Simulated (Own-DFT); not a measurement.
GaP (zincblende, atoms displaced) (calculated)

All values are calculated (Own-DFT development build). A calculation, not a measurement: plane-wave PBE density functional theory by an unreviewed code, no spin, of a simulated periodic cell, stress positive in tension, free energy of the whole cell less one offset for each atom, forces on such cells passed a denser k mesh, this cell's mesh not checked; offsets are fitted by least squares, one for each functional and potential file, so energies compare only between cells with the same atoms and settings and are not formation energies; the far tail of each file's local potential was reset to the Coulomb form; each entry is a single point on an unrelaxed cell, so the pressure reflects the starting lattice, mostly measured values (interpolated for alloys), from which strain is counted, and rises with the displacements; printed positions are rounded, which can move forces by about a meV/angstrom; the program, named Own-DFT, is a retired in-house code; no spin-orbit coupling.

Settings shared by all entries: functional PBE; potential files PseudoDojo norm-conserving, scalar-relativistic, standard set; wave cutoff 42 hartree; occupations Fermi-Dirac; smearing width 0.1 eV; hardware one NVIDIA H200; k mesh 2 x 3 x 3 centred on Gamma.

(1) GaP (zincblende, atoms displaced)

```
GaP
1.0
     16.3515     0.0000     0.0000
      0.0000    10.9010     0.0000
      0.0000     0.0000    10.9010
Ga P Ga P Ga P Ga P Ga P Ga P Ga P Ga P Ga P Ga P Ga P Ga P
4 4 4 4 4 4 4 4 4 4 4 4 4 4 4 4 4 4 4 4 4 4 4 4
Direct
  0.99441 0.00152 0.00168
  0.99522 0.24695 0.24736
  0.16566 0.00249 0.25466
  0.16369 0.25522 0.00290
  0.08112 0.12778 0.12270
  0.08298 0.37441 0.37403
  0.24626 0.12720 0.37459
  0.24922 0.36847 0.12267
  0.99889 0.00271 0.50517
  0.99771 0.24717 0.74504
  0.16855 0.99254 0.74478
  0.16740 0.24667 0.50150
  0.08791 0.12445 0.62676
  0.08433 0.37014 0.87316
  0.25166 0.12130 0.88456
  0.25514 0.38241 0.62763
  0.99650 0.50063 0.99400
  0.00078 0.74874 0.25366
  0.16731 0.50159 0.24174
  0.16589 0.74632 0.00394
  0.08430 0.62768 0.12312
  0.08327 0.87390 0.37776
  0.24974 0.61827 0.37815
  0.25196 0.87294 0.13097
  0.99928 0.49670 0.50720
  0.00469 0.75599 0.74655
  0.16302 0.51259 0.74823
  0.16986 0.74419 0.49846
  0.08265 0.62708 0.62557
  0.08369 0.87382 0.86953
  0.24700 0.62139 0.87571
  0.25116 0.87437 0.62492
  0.33078 0.00082 0.99446
  0.33117 0.24847 0.24245
  0.50424 0.00568 0.24961
  0.50297 0.24374 0.99682
  0.41809 0.12286 0.11878
  0.40936 0.38174 0.37414
  0.58356 0.11882 0.36929
  0.58312 0.36917 0.11593
  0.33251 0.99777 0.49902
  0.33453 0.25142 0.75149
  0.49661 0.99573 0.75662
  0.50163 0.25194 0.50183
  0.41301 0.12674 0.62212
  0.41929 0.37540 0.87680
  0.58481 0.12474 0.87813
  0.58942 0.37469 0.61982
  0.33637 0.49459 0.00052
  0.32953 0.74889 0.25232
  0.49855 0.49861 0.24450
  0.50384 0.75148 0.99984
  0.42040 0.61943 0.12773
  0.42306 0.87536 0.37858
  0.57780 0.63484 0.37256
  0.58188 0.87588 0.12934
  0.33376 0.50279 0.49168
  0.33434 0.74849 0.75022
  0.49732 0.50762 0.75400
  0.49665 0.74647 0.50071
  0.41831 0.62771 0.63362
  0.41806 0.87881 0.87898
  0.58235 0.62174 0.87295
  0.58541 0.88273 0.63497
  0.66971 0.99519 0.99646
  0.66418 0.24403 0.24811
  0.83024 0.99652 0.25438
  0.83518 0.24982 0.99766
  0.74659 0.12495 0.12764
  0.74876 0.37625 0.37305
  0.91557 0.12621 0.37801
  0.91772 0.37156 0.12365
  0.66614 0.00139 0.49827
  0.67249 0.25445 0.74933
  0.83503 0.00323 0.75341
  0.83128 0.24585 0.50259
  0.74979 0.11704 0.62797
  0.74983 0.37592 0.87953
  0.91700 0.12733 0.87967
  0.91996 0.36671 0.62082
  0.66314 0.49471 0.99813
  0.66602 0.74956 0.25513
  0.83282 0.50388 0.25233
  0.83280 0.74508 0.99825
  0.74454 0.62894 0.12324
  0.74933 0.87387 0.37610
  0.91590 0.62492 0.36997
  0.91513 0.87186 0.12639
  0.66652 0.49883 0.50275
  0.67097 0.74750 0.74852
  0.82758 0.50606 0.74635
  0.83571 0.74504 0.49788
  0.75537 0.63633 0.62675
  0.74826 0.87925 0.86626
  0.91668 0.62202 0.87053
  0.91759 0.87122 0.61992
```

| Property | Result |
| --- | --- |
| free energy of cell above offsets | -50.651 eV |
| pressure | 3.17 GPa |
| stress xx | -3.18 GPa |
| stress yy | -3.14 GPa |
| stress zz | -3.19 GPa |
| stress yz | 0.24 GPa |
| stress xz | 0.02 GPa |
| stress xy | 0.27 GPa |
| wall time | 1011 s |

Force:
```
element  x (eV/Å)  y (eV/Å)  z (eV/Å)
     Ga     0.912    -0.548     0.044
     Ga     0.679     0.174     0.527
     Ga    -0.305    -0.291    -0.586
     Ga     0.161    -0.846    -0.414
      P      0.05    -0.598     0.306
      P    -0.024     0.048    -0.115
      P     0.982    -0.294    -0.038
      P     0.117     1.046    -0.051
     Ga     0.427    -0.052    -0.395
     Ga     0.848    -0.217     0.694
     Ga     0.087     0.776     0.871
     Ga     0.183     1.207     0.152
      P    -0.637    -0.215     0.108
      P     -0.48     0.843     -0.53
      P    -1.228     1.009     -1.59
      P    -1.007    -0.284     -0.15
     Ga     0.736    -0.468     0.408
     Ga     0.188     0.324    -0.403
     Ga    -0.164    -0.549     0.594
     Ga     0.455     0.799    -0.501
      P    -0.904    -0.559     0.137
      P      0.02     0.082     0.179
      P    -0.363     0.707    -0.978
      P    -0.626     0.561    -0.728
     Ga     0.321     0.258    -1.047
     Ga    -0.914    -0.539     0.084
     Ga     0.482    -1.632     0.195
     Ga    -0.407     0.543     0.152
      P    -0.281     0.182    -0.664
      P      0.11     0.495     1.233
      P     0.891     0.491     0.435
      P     0.267     -0.64    -0.363
     Ga     0.709    -0.831     1.318
     Ga     0.443    -0.392     0.632
     Ga    -1.245     -0.79    -0.574
     Ga    -0.534     0.345    -0.041
      P    -0.274     0.035     0.631
      P     1.665    -1.359    -0.749
      P     0.187     1.285     1.258
      P     -0.19     0.213     1.355
     Ga     0.133     0.202    -0.467
     Ga    -0.232    -0.045     0.272
     Ga     0.472     1.231    -0.647
     Ga     -0.45    -0.086    -0.593
      P     0.705    -0.242     0.435
      P     0.113    -0.437    -0.278
      P     0.344    -0.203    -0.961
      P    -1.165     0.061     1.194
     Ga    -0.404     0.367     0.094
     Ga     1.211    -0.272     0.401
     Ga      0.71    -0.672     0.717
     Ga    -0.435    -0.191     0.279
      P    -1.127     1.188    -0.873
      P    -1.239     0.302    -0.684
      P     0.716    -1.665     0.338
      P      0.78      -0.1    -0.537
     Ga     0.155      0.17     1.859
     Ga    -0.345     0.387     0.726
     Ga      0.56    -1.305    -0.402
     Ga     0.691     0.817     1.087
      P    -0.623    -0.306    -1.404
      P    -0.648    -1.126     0.115
      P     0.794     0.681     0.175
      P    -0.307    -1.018    -1.019
     Ga    -0.625     0.272     0.612
     Ga     0.051     0.886     0.073
     Ga     0.397     0.447    -0.394
     Ga    -0.631     0.035     0.764
      P     0.986    -0.375    -0.625
      P     0.012    -0.313     0.171
      P    -0.134    -0.503     -0.27
      P     -0.57     0.871     0.033
     Ga    -0.123    -0.442     0.318
     Ga    -0.632     -0.67     0.139
     Ga     0.443    -0.491    -0.398
     Ga    -0.273      0.19    -0.233
      P     0.127     0.899    -0.304
      P     0.446     0.216    -0.567
      P    -0.093    -0.156    -0.916
      P    -1.421     0.858     0.533
     Ga      0.25     0.625     0.179
     Ga    -0.175      0.41    -0.425
     Ga     -0.38    -0.513     -0.91
     Ga    -0.203     0.525    -0.268
      P     0.369    -0.706     0.059
      P     0.005    -0.293     0.496
      P     0.523    -0.388      0.89
      P    -0.084     0.002     0.056
     Ga     0.356     1.243    -0.869
     Ga    -1.084     0.459     0.266
     Ga      1.04    -1.134     0.367
     Ga     0.136     0.825     -0.58
      P    -1.058    -1.246    -0.811
      P      0.86     -0.78     0.967
      P    -0.027     0.667    -0.299
      P    -0.232     0.521     0.723
```

(2) GaP (zincblende, atoms displaced)

```
GaP
1.0
     16.3515     0.0000     0.0000
      0.0000    10.9010     0.0000
      0.0000     0.0000    10.9010
Ga P Ga P Ga P Ga P Ga P Ga P Ga P Ga P Ga P Ga P Ga P Ga P
4 4 4 4 4 4 4 4 4 4 4 4 4 4 4 4 4 4 4 4 4 4 4 4
Direct
  0.00030 0.99806 0.99316
  0.99989 0.25240 0.24666
  0.16844 0.99894 0.24677
  0.16702 0.24955 0.00407
  0.08798 0.12133 0.12978
  0.08079 0.37211 0.37366
  0.24971 0.12359 0.37906
  0.25389 0.37572 0.12724
  0.00017 0.99653 0.49673
  0.99982 0.24983 0.74921
  0.16120 0.99640 0.74210
  0.16643 0.24102 0.50013
  0.08345 0.13281 0.62066
  0.08082 0.36850 0.88313
  0.25376 0.12899 0.87428
  0.24908 0.37274 0.62642
  0.00070 0.49918 0.00089
  0.99872 0.74934 0.24154
  0.16926 0.49860 0.25105
  0.16386 0.74643 0.00128
  0.08796 0.63093 0.11751
  0.08755 0.87950 0.37480
  0.25258 0.63336 0.37519
  0.24730 0.87788 0.12746
  0.00320 0.50208 0.50172
  0.99961 0.75344 0.75089
  0.17277 0.50401 0.75627
  0.16470 0.74841 0.49672
  0.08378 0.62303 0.63416
  0.08306 0.87542 0.87067
  0.25412 0.62552 0.87317
  0.24869 0.87431 0.61882
  0.33111 0.99227 0.99771
  0.33090 0.25698 0.24917
  0.50530 0.99687 0.24667
  0.49995 0.24307 0.99954
  0.42040 0.12434 0.12429
  0.41769 0.37543 0.37436
  0.58443 0.12126 0.37559
  0.58595 0.38030 0.12611
  0.33372 0.00326 0.49541
  0.33481 0.24686 0.73750
  0.49478 0.00126 0.75069
  0.49851 0.24531 0.49998
  0.41531 0.11947 0.62940
  0.41921 0.38112 0.87404
  0.57687 0.12888 0.87572
  0.58061 0.38098 0.61982
  0.33675 0.50646 0.99833
  0.33938 0.74907 0.24505
  0.50147 0.49654 0.24587
  0.50035 0.75123 0.00268
  0.41378 0.62321 0.13057
  0.41440 0.87487 0.38104
  0.57988 0.62626 0.37418
  0.57992 0.87403 0.12224
  0.33367 0.49750 0.50031
  0.33195 0.75150 0.74593
  0.50216 0.49776 0.74631
  0.50083 0.74959 0.50117
  0.41178 0.62545 0.61935
  0.41462 0.87449 0.86272
  0.58371 0.62386 0.87072
  0.58239 0.88067 0.62415
  0.66664 0.00255 0.00167
  0.66616 0.24805 0.25242
  0.83290 0.99658 0.24485
  0.83074 0.25533 0.00638
  0.75030 0.13381 0.12739
  0.74906 0.37372 0.37702
  0.92173 0.13127 0.37500
  0.91654 0.37297 0.13398
  0.66738 0.99955 0.50744
  0.66865 0.25312 0.76481
  0.83519 0.00045 0.74902
  0.83690 0.24992 0.49794
  0.75783 0.13003 0.62553
  0.75043 0.38344 0.87529
  0.91395 0.11865 0.88070
  0.91822 0.37667 0.62404
  0.66377 0.50638 0.99741
  0.66281 0.75383 0.24819
  0.82993 0.49905 0.24977
  0.84008 0.74659 0.99691
  0.74711 0.62199 0.12222
  0.75131 0.87187 0.37079
  0.91869 0.63010 0.37332
  0.91774 0.88190 0.12646
  0.67050 0.50179 0.49940
  0.66884 0.74908 0.75760
  0.83065 0.49309 0.75122
  0.83278 0.74944 0.50354
  0.74894 0.63319 0.61757
  0.74904 0.87064 0.87437
  0.92013 0.62214 0.86987
  0.91070 0.87735 0.62962
```

| Property | Result |
| --- | --- |
| free energy of cell above offsets | -50.636 eV |
| pressure | 3.15 GPa |
| stress xx | -3.15 GPa |
| stress yy | -3.15 GPa |
| stress zz | -3.13 GPa |
| stress yz | -0.09 GPa |
| stress xz | 0.63 GPa |
| stress xy | 0.17 GPa |
| wall time | 956.1 s |

Force:
```
element  x (eV/Å)  y (eV/Å)  z (eV/Å)
     Ga     0.521     0.251     0.847
     Ga     0.684    -0.665     0.186
     Ga     0.116     0.342     0.962
     Ga     0.522    -0.229    -0.069
      P    -1.041     0.394    -0.788
      P     0.828     0.364       0.2
      P      0.23     0.308    -1.081
      P    -0.698     0.643    -0.965
     Ga    -0.117     0.343     0.435
     Ga    -0.336     -0.17      0.42
     Ga     1.023     0.785     0.219
     Ga     0.256     1.415    -0.435
      P    -0.886     -1.35     0.672
      P     0.615       0.6    -0.706
      P    -0.734    -0.505    -0.276
      P     -0.21     0.206    -0.562
     Ga    -0.141    -0.005     0.302
     Ga     0.669     0.424     0.604
     Ga    -0.065     0.407     0.266
     Ga     1.345     1.214     -1.21
      P    -1.299     -1.58     1.387
      P    -0.882    -0.769    -0.397
      P    -0.151    -0.988    -0.272
      P     0.738    -1.095    -0.588
     Ga    -0.206     0.105    -0.165
     Ga    -0.189    -0.103    -0.403
     Ga    -0.927     -1.01     -0.08
     Ga     0.001    -0.115     0.487
      P     0.284       0.3    -0.694
      P     0.144    -0.231     0.439
      P     -0.29     0.703     0.715
      P     -0.07     0.223     0.245
     Ga       0.4     0.775     -0.08
     Ga      0.83    -1.127     0.511
     Ga    -1.166     0.294     0.807
     Ga    -0.388      1.69     0.516
      P    -1.027    -0.438      0.41
      P    -0.052    -0.213     0.034
      P     0.086     0.116     0.202
      P    -0.147    -1.022    -0.553
     Ga    -0.207    -0.375     0.642
     Ga    -0.173     0.748     1.505
     Ga     1.075    -0.126    -0.145
     Ga     0.069     0.121     0.013
      P     0.264     0.407    -1.321
      P    -0.247    -0.907    -0.079
      P     1.333    -0.978    -0.435
      P     1.016    -1.039     0.235
     Ga     -0.25    -0.749     0.022
     Ga    -1.175     1.018     0.918
     Ga    -0.236     0.326     0.606
     Ga    -0.753    -0.507    -0.888
      P     1.307     -0.06    -0.981
      P     0.898     0.094     -1.04
      P       0.6    -0.204    -0.124
      P     0.978     0.208    -0.171
     Ga    -0.495     0.036    -0.397
     Ga    -0.196    -0.124    -0.584
     Ga    -0.763     0.692    -0.101
     Ga    -0.323     0.138     0.126
      P     0.985    -0.005     0.769
      P     0.152    -0.508     1.654
      P    -0.596     0.375      0.27
      P    -0.032     -0.74     0.876
     Ga     -0.07     0.058    -0.277
     Ga    -0.309     0.507     0.214
     Ga    -0.027     1.014     0.871
     Ga     0.607     0.066    -0.652
      P    -0.314    -1.113    -0.127
      P     0.293    -0.105    -0.036
      P    -0.773    -1.061    -0.391
      P    -0.199     0.812    -1.093
     Ga     0.768     0.359    -0.621
     Ga    -0.447    -0.158     -1.57
     Ga    -0.859     0.168     0.709
     Ga     0.075     0.399    -0.075
      P     -1.33    -0.162     0.453
      P    -0.328    -0.683     1.092
      P     0.068     1.241    -0.406
      P    -0.201     0.011     0.106
     Ga     0.186    -0.372     0.128
     Ga     0.302    -0.589     0.094
     Ga      0.17     0.317     0.386
     Ga    -0.651     0.117     0.374
      P     0.574     0.838     0.185
      P    -0.351     0.435     0.456
      P    -0.254    -0.556     0.187
      P     0.164     -0.78    -0.868
     Ga    -0.809     0.139    -0.225
     Ga    -0.608      0.19    -1.156
     Ga     0.678     1.256    -1.112
     Ga     0.538      0.46    -0.953
      P    -0.084    -1.066     1.388
      P     0.723     0.875     0.619
      P    -0.445    -0.264     0.246
      P     1.412    -0.481    -0.858
```
